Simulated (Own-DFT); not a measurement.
Simulation results for Si$_{3}$N$_{4}$ (beta silicon nitride, strained, atoms displaced)

A calculation, not a measurement: plane-wave PBE density functional theory by an unreviewed code, no spin, of a simulated periodic cell, stress positive in tension, free energy of the whole cell less one offset for each atom, forces on such cells moved up to 12 meV/angstrom on a denser k mesh; offsets are fitted by least squares, one for each functional and potential file, so energies compare only between cells with the same atoms and settings and are not formation energies; the far tail of each file's local potential was reset to the Coulomb form; each entry is a single point on an unrelaxed cell, so the pressure reflects the starting lattice, mostly measured values (interpolated for alloys), from which strain is counted, and rises with the displacements; printed positions are rounded, which can move forces by about a meV/angstrom; the program, named Own-DFT, is a retired in-house code; no spin-orbit coupling; before rounding, a Quantum ESPRESSO 7.3.1 run of the same cell and cutoff gave forces within 1 meV/angstrom rms on each cell, which checks the program and not the settings. Program: Own-DFT development build.

Settings shared by all entries: functional PBE; potential files PseudoDojo norm-conserving, scalar-relativistic, standard set; wave cutoff 42 hartree; occupations Fermi-Dirac; smearing width 0.1 eV; k mesh 2 x 2 x 4 centred on Gamma.

(1) Si$_{3}$N$_{4}$ (beta silicon nitride, strained, atoms displaced)

```
cell vectors (Å)
  15.0881     0.2955     0.2402
  -7.2881    12.9149     0.0455
   0.0919     0.0731     5.8078
atoms (fractions of the cell vectors)
Si  0.08330  0.38063  0.11283
Si  0.11199  0.20096  0.11723
Si  0.29106  0.41109  0.11928
Si  0.41375  0.12032  0.37736
Si  0.38443  0.29795  0.37885
Si  0.19630  0.08686  0.38894
N   0.16724  0.01430  0.12578
N   0.48515  0.14459  0.13194
N   0.34518  0.33199  0.12626
N   0.32873  0.48293  0.38506
N   0.01861  0.35110  0.37289
N   0.14299  0.16538  0.37405
N   0.16905  0.33495  0.13212
N   0.33390  0.16736  0.35907
Si  0.08657  0.38710  0.63637
Si  0.11290  0.21140  0.63838
Si  0.29979  0.41412  0.62198
Si  0.41341  0.11976  0.86943
Si  0.38298  0.30066  0.87120
Si  0.19450  0.08976  0.88242
N   0.16762  0.01635  0.62474
N   0.48578  0.14915  0.62046
N   0.35105  0.34267  0.62693
N   0.32869  0.48036  0.88254
N   0.00955  0.34729  0.86950
N   0.14730  0.16740  0.86678
N   0.16284  0.33004  0.62500
N   0.34469  0.17973  0.87207
Si  0.08801  0.88537  0.13085
Si  0.12063  0.70895  0.12570
Si  0.29989  0.91173  0.13175
Si  0.41750  0.61784  0.36399
Si  0.38529  0.80260  0.38630
Si  0.19774  0.58467  0.37822
N   0.16342  0.51223  0.11909
N   0.48441  0.65373  0.11564
N   0.34941  0.83591  0.10683
N   0.33362  0.99018  0.37963
N   0.01711  0.85028  0.38419
N   0.14470  0.66720  0.36628
N   0.16685  0.83490  0.14054
N   0.33309  0.66534  0.36518
Si  0.08918  0.88365  0.62972
Si  0.11507  0.70579  0.62248
Si  0.29017  0.91212  0.62488
Si  0.42047  0.61633  0.86270
Si  0.38863  0.79830  0.87844
Si  0.20128  0.58100  0.87839
N   0.16842  0.51651  0.62012
N   0.48799  0.65416  0.61821
N   0.34453  0.82924  0.61936
N   0.33757  0.98805  0.87248
N   0.01099  0.84737  0.87417
N   0.14423  0.67058  0.87239
N   0.17131  0.83652  0.62784
N   0.33751  0.66820  0.86038
Si  0.58573  0.37831  0.13690
Si  0.61537  0.20062  0.11370
Si  0.79833  0.42195  0.12766
Si  0.90832  0.11447  0.37231
Si  0.88303  0.30001  0.37196
Si  0.69466  0.07914  0.36851
N   0.66560  0.01714  0.10848
N   0.98547  0.14655  0.12124
N   0.84791  0.33905  0.11767
N   0.83401  0.48732  0.36661
N   0.51756  0.35133  0.38521
N   0.64827  0.17063  0.37419
N   0.66664  0.32879  0.11991
N   0.83851  0.16851  0.36970
Si  0.58181  0.38885  0.61415
Si  0.61098  0.19698  0.62376
Si  0.79730  0.41151  0.63058
Si  0.91637  0.11964  0.88170
Si  0.88327  0.29767  0.88336
Si  0.70231  0.08636  0.87976
N   0.66394  0.02058  0.62719
N   0.98421  0.14980  0.62180
N   0.84706  0.33402  0.63507
N   0.83762  0.48985  0.89406
N   0.51624  0.34259  0.88516
N   0.65014  0.16802  0.88605
N   0.67035  0.33527  0.62205
N   0.83336  0.16637  0.88377
Si  0.58794  0.88448  0.12365
Si  0.61683  0.70741  0.12692
Si  0.80047  0.91638  0.10843
Si  0.91431  0.61712  0.36370
Si  0.89066  0.80207  0.36910
Si  0.70209  0.58550  0.36341
N   0.66340  0.51141  0.13010
N   0.97909  0.64538  0.13588
N   0.84714  0.83024  0.12715
N   0.84325  0.98998  0.36783
N   0.51371  0.85029  0.38435
N   0.64700  0.66346  0.37949
N   0.66941  0.83167  0.14816
N   0.83338  0.65953  0.38089
Si  0.58469  0.88560  0.61413
Si  0.61866  0.70247  0.62067
Si  0.80640  0.91741  0.61045
Si  0.91493  0.61650  0.88043
Si  0.88441  0.79861  0.86668
Si  0.69561  0.58135  0.88257
N   0.66053  0.50856  0.62533
N   0.98250  0.65253  0.62799
N   0.85161  0.83672  0.61846
N   0.83631  0.98640  0.85778
N   0.50982  0.85394  0.86149
N   0.64936  0.66735  0.88914
N   0.66236  0.83046  0.61619
N   0.83557  0.67212  0.86565
```

Results for Si$_{3}$N$_{4}$ (beta silicon nitride, strained, atoms displaced): free energy of cell above offsets -5.083 eV; pressure 13.64 GPa; stress xx -12.88 GPa; stress yy -14.65 GPa; stress zz -13.39 GPa; stress yz 5.06 GPa; stress xz 6.59 GPa; stress xy 7.89 GPa.

Force:
```csv
element,x (eV/Å),y (eV/Å),z (eV/Å)
Si,0.382,0.53,1.613
Si,0.57,1.46,2.538
Si,1.662,0.482,3.512
Si,1.355,-1.36,-0.067
Si,-0.232,-0.116,-1.167
Si,1.855,1.783,-3.524
N,-1.04,1.352,0.691
N,-0.175,0.396,-2.115
N,0.249,0.708,0.808
N,0.636,2.082,-3.45
N,-1.858,-0.207,0.989
N,0.612,-0.138,0.619
N,-2.624,-2.328,-1.032
N,-2.633,0.493,1.222
Si,0.252,-0.733,-3.841
Si,0.279,-5.744,-3.714
Si,-4.727,0.897,2.023
Si,1.53,-0.878,1.919
Si,1.873,2.441,1.485
Si,5.389,-1.081,-1.068
N,-0.564,-0.787,2.85
N,-0.736,-0.307,-0.049
N,4.036,-2.935,-0.299
N,0.676,3.03,-2.923
N,1.341,0.732,1.701
N,-0.657,0.577,0.687
N,0.351,6.551,0.603
N,-3.703,-5.001,-0.53
Si,-0.887,-0.294,-1.307
Si,-3.019,-1.753,-1.047
Si,-2.936,3.494,-0.642
Si,-2.468,-1.494,2.015
Si,0.566,-3.191,-4.034
Si,1.747,2.302,-2.757
N,-0.49,-0.334,1.704
N,2.132,0.572,-0.613
N,1.618,-0.97,4.123
N,0.259,-2.232,-0.641
N,0.073,0.538,-0.202
N,2.443,-1.524,1.871
N,0.836,1.297,-0.486
N,-1.214,0.835,0.127
Si,-1.239,0.44,-0.015
Si,-1.364,-0.985,-0.108
Si,4.016,3.293,0.925
Si,-3.322,-1.314,1.525
Si,-2.997,-2.391,-2.677
Si,0.462,4.49,-1.907
N,-0.835,-1.234,2.347
N,1.142,-0.514,-1.655
N,-1.742,1.654,3.133
N,-0.62,-1.204,0.154
N,2.013,1.614,1.251
N,3.532,-2.381,-0.115
N,-3.029,-1.969,-0.04
N,-0.918,-1.66,0.629
Si,0.8,0.031,-2.855
Si,-2.825,1.365,4.525
Si,-1.271,-4.11,1.375
Si,3.925,2.36,1.132
Si,0.642,0.135,0.264
Si,0.569,4.83,-0.148
N,0.055,-3.682,4.445
N,-0.609,0.041,-0.093
N,1.386,-0.661,2.286
N,0.5,-0.552,3.198
N,-3.632,-1.697,-1.758
N,3.318,-2.957,-1.533
N,-0.056,2.631,0.342
N,-5.029,0.013,-0.056
Si,4.075,-3.679,4.869
Si,0.27,3.653,1.305
Si,-2.853,2.021,-0.122
Si,-0.354,-0.759,-1.833
Si,-1.457,-0.877,-1.192
Si,0.491,3.799,-3.846
N,0.242,-2.403,-0.048
N,-0.478,-0.124,0.249
N,2.458,-0.922,-0.886
N,-0.262,-0.166,-4.8
N,-1.718,1.138,-0.747
N,2.614,-2.343,-5.206
N,-1.877,-0.939,-0.077
N,-0.884,-0.23,-0.064
Si,-0.953,-0.835,-0.965
Si,-0.174,-2.462,1.199
Si,-0.138,-0.89,1.96
Si,-0.306,-2.175,5.888
Si,-0.319,-3.354,0.567
Si,1.687,0.428,2.467
N,-0.286,-0.588,-0.213
N,4.794,3.189,-5.321
N,-0.304,1.311,-0.761
N,-0.83,-3.051,-1.858
N,-0.107,0.709,-2.825
N,1.081,-0.717,-2.33
N,-1.307,3.829,-1.316
N,-4.32,3.436,-0.449
Si,1.397,0.463,2.058
Si,-1.186,0.407,2.263
Si,-3.776,-0.969,0.789
Si,-1.208,1.172,0.2
Si,-0.107,-0.677,0.788
Si,2.561,1.552,-2.125
N,-0.182,5.422,0.288
N,1.767,0.387,-1.67
N,1.029,-0.601,0.037
N,-0.048,0.219,1.004
N,4.467,2.012,2.204
N,0.436,-0.682,-2.775
N,1.732,2.83,0.598
N,-1.302,-3.261,0.535
```

(2) Si$_{3}$N$_{4}$ (beta silicon nitride, strained, atoms displaced)

```
cell vectors (Å)
  15.1938     0.1934    -0.2166
  -7.4294    13.2542    -0.0635
  -0.0829    -0.0759     5.9305
atoms (fractions of the cell vectors)
Si  0.08609  0.38945  0.13257
Si  0.11134  0.20520  0.13566
Si  0.30083  0.41193  0.11224
Si  0.40963  0.11342  0.38313
Si  0.38663  0.30244  0.37058
Si  0.20206  0.08822  0.35126
N   0.17110  0.02332  0.11904
N   0.48338  0.15414  0.13901
N   0.34972  0.32972  0.12857
N   0.33487  0.47991  0.37623
N   0.01859  0.35578  0.36911
N   0.15189  0.16303  0.37276
N   0.16094  0.32257  0.11207
N   0.33687  0.17216  0.38288
Si  0.08305  0.37989  0.62612
Si  0.12178  0.19819  0.63094
Si  0.30210  0.41761  0.62657
Si  0.41742  0.11246  0.86086
Si  0.38081  0.29503  0.87435
Si  0.20272  0.09060  0.87577
N   0.16453  0.01251  0.62248
N   0.48597  0.14807  0.61949
N   0.35190  0.33031  0.64376
N   0.33409  0.48803  0.88123
N   0.01781  0.34608  0.87244
N   0.15053  0.16127  0.87358
N   0.17098  0.33774  0.62863
N   0.33119  0.16051  0.86263
Si  0.08766  0.88641  0.11201
Si  0.10816  0.69604  0.13347
Si  0.29823  0.91298  0.13420
Si  0.40967  0.60935  0.35984
Si  0.39095  0.79943  0.37299
Si  0.20202  0.58773  0.38664
N   0.16393  0.51734  0.13342
N   0.48506  0.65186  0.11565
N   0.34779  0.83557  0.12773
N   0.33829  0.98479  0.36707
N   0.01568  0.84535  0.39006
N   0.15162  0.66062  0.37572
N   0.16502  0.83645  0.11904
N   0.33421  0.66410  0.36484
Si  0.07959  0.88798  0.62474
Si  0.11185  0.69949  0.62269
Si  0.29455  0.91866  0.61636
Si  0.41444  0.62147  0.88281
Si  0.38252  0.80081  0.87640
Si  0.20953  0.59029  0.87511
N   0.16362  0.51580  0.63111
N   0.48006  0.65020  0.63562
N   0.34467  0.83663  0.61994
N   0.33288  0.98384  0.87046
N   0.01988  0.84628  0.87673
N   0.15098  0.66805  0.87099
N   0.16081  0.83149  0.61994
N   0.33358  0.66969  0.86520
Si  0.58451  0.38241  0.12523
Si  0.61811  0.20265  0.11283
Si  0.80080  0.41517  0.12195
Si  0.91012  0.10894  0.37799
Si  0.88110  0.29176  0.38818
Si  0.70060  0.08806  0.38114
N   0.66497  0.01070  0.12782
N   0.98264  0.14974  0.13044
N   0.85152  0.33179  0.11605
N   0.83133  0.47797  0.36925
N   0.51290  0.34970  0.37402
N   0.65542  0.16615  0.37744
N   0.66648  0.33458  0.13572
N   0.83344  0.17048  0.39554
Si  0.58155  0.38380  0.63413
Si  0.61391  0.20208  0.62448
Si  0.79724  0.40822  0.62791
Si  0.90989  0.11706  0.86807
Si  0.87990  0.29562  0.88332
Si  0.69522  0.08074  0.86514
N   0.66332  0.01863  0.62230
N   0.98627  0.15315  0.62542
N   0.85195  0.33455  0.64647
N   0.83889  0.48825  0.87944
N   0.51762  0.35397  0.89077
N   0.64803  0.16494  0.87273
N   0.66079  0.32701  0.63106
N   0.83052  0.16621  0.88868
Si  0.59343  0.88213  0.12732
Si  0.61757  0.70304  0.10844
Si  0.79524  0.91190  0.12550
Si  0.92165  0.61676  0.37012
Si  0.88479  0.79541  0.38079
Si  0.69834  0.58257  0.36625
N   0.66556  0.51350  0.12101
N   0.98918  0.65211  0.13884
N   0.84805  0.83809  0.12478
N   0.83640  0.99059  0.36966
N   0.51813  0.85142  0.37125
N   0.65142  0.66450  0.37521
N   0.67081  0.83540  0.11094
N   0.83314  0.66526  0.36719
Si  0.58349  0.87910  0.63034
Si  0.61188  0.69628  0.63127
Si  0.79967  0.91415  0.63685
Si  0.91659  0.61685  0.86182
Si  0.88768  0.80432  0.87496
Si  0.70127  0.58909  0.86231
N   0.66298  0.51411  0.62409
N   0.99085  0.65462  0.60910
N   0.85158  0.83260  0.61987
N   0.83607  0.97879  0.87516
N   0.51602  0.85264  0.87919
N   0.65525  0.66576  0.87716
N   0.66558  0.82958  0.62306
N   0.83044  0.66244  0.87806
```

The calculation gives: free energy of cell above offsets -8.319 eV; pressure 0.43 GPa; stress xx -4.18 GPa; stress yy 0.85 GPa; stress zz 2.05 GPa; stress yz -4.67 GPa; stress xz -4.74 GPa; stress xy 5.24 GPa.

Force:
```csv
element,x (eV/Å),y (eV/Å),z (eV/Å)
Si,1.656,-1.154,-2.043
Si,1.255,-4.083,-0.841
Si,-2.403,-1.782,1.287
Si,0.021,1.316,-2.489
Si,0.84,-2.545,2.783
Si,2.832,0.78,5.321
N,-0.625,-4.191,-1.974
N,1.561,-0.483,-2.021
N,-1.51,1.367,-1.986
N,0.66,0.74,-1.338
N,-2.164,-1.327,1.331
N,-2.497,1.465,0.472
N,0.183,7.152,0.426
N,-1.169,-1.496,-0.57
Si,1.305,1.575,0.56
Si,-2.556,2.302,-1.31
Si,-0.951,-2.247,0.684
Si,-2.001,0.103,3.045
Si,3.554,-2.764,2.788
Si,3.596,-2.329,-1.961
N,-0.507,1.776,-0.595
N,0.079,-0.372,0.997
N,-2.853,2.93,-4.721
N,0.612,0.496,-0.274
N,-2.119,-0.145,0.574
N,-2.896,1.923,1.966
N,1.11,-1.658,-0.377
N,0.62,2.008,0.372
Si,1.345,1.393,3.972
Si,5.052,3.822,-1.551
Si,-2.399,-0.379,-3.333
Si,0.332,1.056,1.939
Si,-2.605,-1.054,0.551
Si,2.547,-1.661,-0.354
N,0.691,0.238,-1.118
N,1.818,0.483,2.545
N,2.263,-1.11,-0.12
N,-0.517,1.064,1.941
N,-2.767,-0.269,-5.029
N,-3.674,2.367,0.408
N,2.047,-1.3,0.693
N,-0.449,0.82,0.155
Si,4.836,0.262,1.324
Si,3.71,3.513,0.009
Si,-1.399,-2.664,0.662
Si,-1.134,-1.618,-2.713
Si,-0.409,0.288,-0.924
Si,-2.581,-1.176,0.901
N,0.432,-0.421,-0.269
N,1.665,-0.184,-1.552
N,2.668,-0.904,-0.32
N,0.759,0.313,0.908
N,-4.041,-0.634,-1.284
N,-0.064,-0.835,1.628
N,0.788,0.775,-0.115
N,0.535,0.973,0.482
Si,1.592,1.235,2.633
Si,-2.138,0.917,3.283
Si,-1.084,-1.763,-0.655
Si,0.257,5.395,-0.417
Si,0.502,3.236,-1.357
Si,2.765,-0.965,-1.162
N,-0.103,1.637,-0.423
N,-0.647,-0.989,-0.287
N,-1.817,1.138,3.685
N,0.997,2.375,2.464
N,0.736,1.15,0.474
N,-3.128,1.785,-0.518
N,1.707,-0.556,-0.767
N,0.919,-3.8,-0.456
Si,1.172,-0.085,-0.341
Si,0.741,-0.4,-1.187
Si,-2.311,1.099,-0.375
Si,1.589,-0.125,1.006
Si,4.096,-1.184,-0.361
Si,1.455,1.953,3.484
N,0.154,-3.324,-0.915
N,0.502,-0.723,0.443
N,-0.293,0.041,-3.445
N,0.34,-0.942,-1.147
N,-2.588,-1.373,-3.596
N,0.562,-0.794,-0.363
N,0.596,2.7,0.073
N,-1.013,-1.351,-0.583
Si,-3.509,1.145,0.085
Si,-0.072,0.185,3.187
Si,0.25,2.22,0.04
Si,-4.476,-2.053,-0.11
Si,0.597,-0.935,-1.905
Si,2.285,0.5,0.701
N,-0.615,0.135,-1.021
N,-2.951,-1.755,-2.897
N,2.829,-1.499,0.278
N,-0.536,-5.539,1.322
N,0.667,-0.021,-0.084
N,-2.04,0.692,-0.354
N,0.437,-2.622,0.429
N,0.411,-0.682,0.338
Si,0.42,1.436,-0.186
Si,-0.575,1.273,-1.903
Si,-0.947,-1.696,-3.53
Si,-0.969,0.167,1.027
Si,0.693,-2.698,0.927
Si,3.836,-2.866,2.132
N,-0.37,-0.226,-0.907
N,-2.857,-2.211,2.865
N,-1.133,1.22,0.902
N,-0.356,2.88,1.361
N,-0.224,-0.42,-0.349
N,-2.919,1.558,-0.664
N,0.561,0.437,0.179
N,0.919,2.576,-0.597
```

(3) Si$_{3}$N$_{4}$ (beta silicon nitride, strained, atoms displaced)

```
cell vectors (Å)
  15.2446    -0.1274    -0.0769
  -7.7326    13.0458    -0.0164
  -0.0294    -0.0242     5.7676
atoms (fractions of the cell vectors)
Si  0.08208  0.38162  0.13820
Si  0.11805  0.20419  0.11756
Si  0.28976  0.40779  0.11051
Si  0.41080  0.11640  0.36076
Si  0.38078  0.29972  0.38382
Si  0.20490  0.08992  0.37520
N   0.16719  0.01681  0.12997
N   0.48287  0.14595  0.12999
N   0.34947  0.33650  0.11870
N   0.33631  0.48794  0.38541
N   0.01755  0.34971  0.37865
N   0.15047  0.16492  0.36739
N   0.17101  0.33461  0.12637
N   0.33563  0.16959  0.37837
Si  0.09374  0.38473  0.64818
Si  0.12030  0.20401  0.62418
Si  0.29715  0.41577  0.62103
Si  0.41062  0.11323  0.86775
Si  0.38475  0.30397  0.87379
Si  0.20507  0.09667  0.87398
N   0.16415  0.01469  0.61798
N   0.48672  0.15325  0.63018
N   0.34885  0.33211  0.63001
N   0.33062  0.48269  0.87782
N   0.01645  0.34620  0.86716
N   0.15452  0.16979  0.86406
N   0.16440  0.33137  0.62741
N   0.33515  0.16861  0.88878
Si  0.08829  0.88496  0.12704
Si  0.11889  0.70522  0.12180
Si  0.29869  0.91665  0.10271
Si  0.41083  0.61380  0.37462
Si  0.38519  0.80283  0.36114
Si  0.19590  0.57911  0.38988
N   0.16233  0.50953  0.11869
N   0.48315  0.65559  0.12414
N   0.35255  0.83801  0.12992
N   0.33640  0.98222  0.36838
N   0.01336  0.85177  0.37152
N   0.14731  0.66905  0.37558
N   0.16764  0.83497  0.13768
N   0.33047  0.66335  0.37398
Si  0.08068  0.88235  0.61451
Si  0.12193  0.70929  0.63399
Si  0.29906  0.91592  0.62756
Si  0.41247  0.61961  0.87031
Si  0.39106  0.79941  0.87187
Si  0.20276  0.58689  0.88852
N   0.16785  0.51440  0.60945
N   0.48477  0.64916  0.64003
N   0.34292  0.83156  0.63569
N   0.33300  0.98622  0.87688
N   0.01924  0.85020  0.88223
N   0.16060  0.67083  0.88943
N   0.16996  0.83106  0.61721
N   0.33242  0.66205  0.88491
Si  0.58216  0.38244  0.13150
Si  0.61605  0.20534  0.14601
Si  0.80363  0.41868  0.13246
Si  0.91570  0.11672  0.37384
Si  0.88752  0.29675  0.38354
Si  0.70459  0.08727  0.37628
N   0.66221  0.01425  0.13348
N   0.98234  0.14578  0.14169
N   0.84792  0.33521  0.12863
N   0.83868  0.49141  0.37571
N   0.51142  0.34689  0.37113
N   0.65468  0.17015  0.36338
N   0.66117  0.32208  0.12633
N   0.83007  0.16308  0.38526
Si  0.58794  0.38377  0.63768
Si  0.61318  0.20120  0.62771
Si  0.79551  0.41256  0.62349
Si  0.91757  0.12026  0.86811
Si  0.88632  0.29884  0.87268
Si  0.70839  0.08976  0.88648
N   0.66998  0.01469  0.62550
N   0.98571  0.15227  0.62373
N   0.84697  0.33222  0.63074
N   0.83431  0.49164  0.88394
N   0.51728  0.35483  0.87943
N   0.64980  0.17202  0.86825
N   0.66303  0.33184  0.63158
N   0.83048  0.16130  0.87874
Si  0.59274  0.88599  0.13874
Si  0.61244  0.69703  0.13703
Si  0.79839  0.91174  0.12448
Si  0.91413  0.61412  0.37453
Si  0.88329  0.80143  0.37625
Si  0.71061  0.58974  0.36771
N   0.66318  0.51674  0.13655
N   0.98247  0.64286  0.11003
N   0.84398  0.82505  0.13717
N   0.83091  0.98277  0.36520
N   0.51455  0.84457  0.36789
N   0.65119  0.66986  0.39081
N   0.66540  0.83237  0.11076
N   0.84518  0.67644  0.37065
Si  0.58471  0.88119  0.62427
Si  0.61816  0.70222  0.61865
Si  0.79579  0.91295  0.62001
Si  0.91055  0.61537  0.86516
Si  0.88997  0.80256  0.85592
Si  0.70491  0.59490  0.85659
N   0.66809  0.51456  0.62600
N   0.97990  0.64126  0.62285
N   0.85062  0.83020  0.61582
N   0.83160  0.97946  0.86977
N   0.50795  0.84105  0.89742
N   0.65337  0.66451  0.87557
N   0.67367  0.84270  0.60837
N   0.82593  0.66026  0.87094
```

It finds free energy of cell above offsets -5.355 eV; pressure 14.48 GPa; stress xx -10.8 GPa; stress yy -15.99 GPa; stress zz -16.64 GPa; stress yz 0.89 GPa; stress xz -1.06 GPa; stress xy -3.9 GPa.

Force:
```csv
element,x (eV/Å),y (eV/Å),z (eV/Å)
Si,2.324,-0.21,-2.338
Si,-0.705,-0.538,1.183
Si,4.479,3.926,2.372
Si,0.255,-0.323,2.901
Si,2.257,-0.643,-2.566
Si,0.639,-0.677,0.04
N,-0.538,0.696,-1.859
N,0.432,0.325,-2.074
N,-0.953,0.389,1.698
N,-0.055,-2.999,-2.606
N,-0.641,-0.667,2.344
N,-0.287,0.516,0.73
N,-5.751,-3.155,0.308
N,-1.059,-0.315,0.182
Si,-1.023,0.349,-4.056
Si,-1.658,-0.336,-2.488
Si,0.636,-0.984,1.139
Si,0.473,3.112,1.366
Si,3.06,-2.081,1.552
Si,2.857,-4.216,0.225
N,-0.293,0.917,1.582
N,-2.06,-1.401,-1.659
N,-3.065,2.018,-0.976
N,0.218,1.336,-1.174
N,-1.211,-0.668,3.065
N,-1.386,0.271,1.983
N,1.991,0.53,-0.139
N,-0.245,0.907,-0.798
Si,1.237,0.356,1.117
Si,-1.79,-0.58,1.286
Si,0.401,-3.194,5.599
Si,-0.535,2.969,0.448
Si,0.617,-3.095,4.019
Si,-0.18,6.62,-7.028
N,-0.515,0.363,1.843
N,1.276,-0.985,0.962
N,-1.518,1.151,-3.929
N,-0.329,1.297,0.484
N,0.062,0.16,-0.914
N,2.459,-2.432,1.028
N,-0.334,0.436,-1.215
N,-0.698,1.076,0.196
Si,3.643,0.648,1.904
Si,-0.303,-4.248,-0.521
Si,0.058,-1.049,-2.166
Si,0.336,-1.477,1.987
Si,-6.025,-2.814,0.876
Si,0.847,0.563,-1.929
N,-0.46,-3.439,7.991
N,1.315,0.801,-3.051
N,2.157,0.276,-1.458
N,-0.102,0.781,-2.999
N,-1.546,-0.445,-2.487
N,-1.036,-0.284,-2.074
N,-3.558,3.862,0.728
N,-1.535,1.727,-0.57
Si,2.981,0.652,0.279
Si,-0.724,-4.827,-5.284
Si,-2.387,-2.047,-1.728
Si,-3.275,-1.682,1.931
Si,-1.86,-0.354,-0.892
Si,-2.325,-0.211,1.278
N,0.316,1.022,-1.213
N,2.689,1.922,-4.917
N,2.483,-0.336,-0.016
N,-0.658,-4.717,1.123
N,-0.373,0.288,2.395
N,2.1,-2.169,4.886
N,-1.447,9.974,0.185
N,2.949,2.171,-0.401
Si,-0.487,0.012,-2.296
Si,0.9,0.665,-1.422
Si,-0.709,0.57,1.471
Si,-1.448,-2.538,1.933
Si,-1.381,-1.17,1.528
Si,-5.185,-1.748,-1.577
N,-1.124,-0.172,1.003
N,1.666,0.386,0.253
N,0.25,0.945,-1.05
N,0.022,-5.312,-1.266
N,-1.762,-0.728,-0.571
N,3.363,-2.746,3.155
N,1.264,0.976,-0.58
N,3.475,4.017,0.168
Si,-0.669,-1.834,-1.898
Si,-0.264,1.724,-2.278
Si,-0.21,-2.011,-1.308
Si,0.17,4.201,-2.13
Si,3.157,-1.669,-1.512
Si,-0.147,0.874,2.234
N,0.012,-0.715,-2.98
N,1.136,1.503,1.698
N,-1.694,2.558,-4.818
N,1.003,1.776,1.688
N,-0.625,0.279,2.171
N,3.304,-2.451,-3.923
N,1.222,-0.74,0.477
N,-1.243,-3.223,0.242
Si,0.359,0.35,1.362
Si,-2.84,2.26,4.855
Si,2.465,0.901,-0.718
Si,-0.723,2.101,0.814
Si,-0.305,-3.399,4.644
Si,-0.203,-4.945,2.74
N,-0.262,0.565,-1.581
N,2.887,2.4,0.904
N,-3.526,3.003,1.813
N,1.25,2.954,0.78
N,6.398,3.452,-2.369
N,-3.79,2.076,0.45
N,-3.123,-5.17,0.538
N,4.314,5.218,-0.335
```
